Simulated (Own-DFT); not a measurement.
# How strain changes the stress of wurtzite AlN, 72 atoms (Al36N36)

All numbers below are calculated, not measured. The program, named Own-DFT, is a retired in-house plane-wave density functional code that no person has reviewed. Each row is one single-point run on a periodic cell that was not relaxed, without spin or spin-orbit coupling.

Settings of every run: PBE; PseudoDojo norm-conserving scalar-relativistic files; cutoff 42 hartree; 4 x 4 x 3 k mesh centred on Gamma; Gaussian smearing of 0.01 eV.

Known limits: k mesh not checked against a denser one; stress not checked against mesh or cutoff.

Unstrained cell vectors in Å: (9.336, 0.000, 0.000); (-4.668, 8.085, 0.000); (0.000, 0.000, 9.964). The unstrained cell has measured lattice constants (interpolated for alloys), not those of this functional. That, the random moves and any unrelaxed bonds set the pressure at no strain. Each run strains this cell uniformly, with the atoms carried along. Every atom was also moved at random, by a Gaussian of width 0.05 Å on each axis. Strain is the symmetric tensor, in per cent. Stress is positive in tension, and the pressure is minus a third of its trace.

```
run,e_xx (%),e_yy (%),e_zz (%),e_yz (%),e_xz (%),e_xy (%),s_xx (GPa),s_yy (GPa),s_zz (GPa),s_yz (GPa),s_xz (GPa),s_xy (GPa),P (GPa),E (meV/atom)
1,0.90,1.88,-0.64,-0.06,-1.28,0.35,0.51,0.87,-5.30,0.06,-3.25,1.49,1.31,20.5
2,0.79,1.84,1.66,1.33,0.38,-1.50,1.53,1.82,3.32,3.24,0.92,-4.90,-2.22,24.5
3,-1.17,-0.31,-0.60,-0.38,0.61,-0.68,-10.77,-9.52,-11.37,-0.68,1.38,-1.06,10.55,38.8
4,-0.41,-0.10,-1.89,1.63,-1.66,1.95,-9.08,-9.64,-13.93,4.42,-3.90,7.17,10.88,31.2
5,-0.17,1.98,0.59,-0.46,0.02,1.72,-5.07,2.93,0.38,-2.07,0.49,4.53,0.59,3.7
6,1.31,-0.23,1.16,-1.66,0.25,1.40,0.19,-3.97,-0.54,-3.89,0.59,6.01,1.44,18.4
7,0.70,-1.37,-1.37,1.02,-0.97,0.57,-4.85,-12.87,-13.21,4.00,-1.56,0.02,10.31,32.2
8,-1.18,1.89,-0.32,0.95,1.70,1.21,-10.03,2.35,-7.68,2.18,4.35,4.61,5.12,27.6
9,0.48,-0.90,-1.23,0.47,-0.97,1.94,-8.31,-10.21,-10.16,0.47,-2.14,8.50,9.56,33.2
10,1.50,1.67,0.20,0.73,-0.78,0.85,2.81,3.56,-1.92,0.91,-1.52,1.52,-1.48,0.0
11,-0.13,0.12,0.38,0.72,1.72,-1.94,-7.02,-3.70,-3.57,1.93,4.68,-6.72,4.76,13.0
12,0.02,-1.08,0.61,0.90,1.53,1.25,-7.39,-9.87,-2.19,2.32,3.68,2.90,6.48,13.1
13,0.93,-0.28,-0.75,-1.05,1.87,-1.16,-4.09,-8.14,-5.76,-3.50,4.96,-3.52,6.00,26.5
14,-0.37,-0.84,-0.78,-0.53,-1.05,-0.70,-8.64,-13.71,-8.83,-1.70,-1.61,-3.03,10.39,43.3
15,0.60,-1.29,-0.93,-0.86,-0.54,-0.90,-4.04,-12.88,-10.96,-1.48,-0.92,-1.15,9.29,25.0
16,0.39,1.94,1.76,-0.04,-1.36,-1.11,-0.75,3.56,3.38,0.35,-3.56,-3.23,-2.06,9.0
17,0.77,1.09,-1.74,-0.77,1.90,-0.02,-1.19,-3.03,-13.65,-2.42,5.74,0.52,5.96,30.4
18,0.21,-0.58,0.98,0.56,-1.44,-0.12,?,?,?,?,?,?,?,?
```

E is the free energy for each atom above the lowest run shown.

## Worked fit

Each stress component was fitted by least squares to a constant and the strains of the runs shown, as fractions, with shears doubled. Shear strains stay in the fit of a normal stress only where such slopes are resolved. The slopes, in GPa:

```
stress,at no strain,per e_xx,per e_yy,per e_zz,scatter
s_xx,-6.1,455 ± 38,126 ± 25,51 ± 29,1.16
s_yy,-6.3,74 ± 45,432 ± 30,110 ± 34,1.37
s_zz,-5.5,101 ± 47,67 ± 32,449 ± 37,1.46
```

Each shear stress against twice its own strain: yz 132 ± 9, xz 125 ± 4, xy 165 ± 14 GPa. These are stiffnesses along x, y and z of the frame in which the cell vectors are given, which need not be the crystal's axes. The atoms are held to the strained lattice; where symmetry lets them move under strain, relaxing them would lower some slopes. The table should be nearly symmetric about its diagonal, and what it lacks of that shows the noise. A ninth of its sum, 207 ± 4 GPa, estimates the bulk modulus near the mean pressure of these runs, 5.1 GPa, so it lies above the value at zero pressure.

## Withheld run

Question: what normal stresses and pressure should run 18 give?

The fit gives s_xx = -5.4, s_yy = -7.6, s_zz = -1.3 and P = 4.8 GPa. The calculation gave -5.56, -7.17, -1.42 and P = 4.72 GPa.
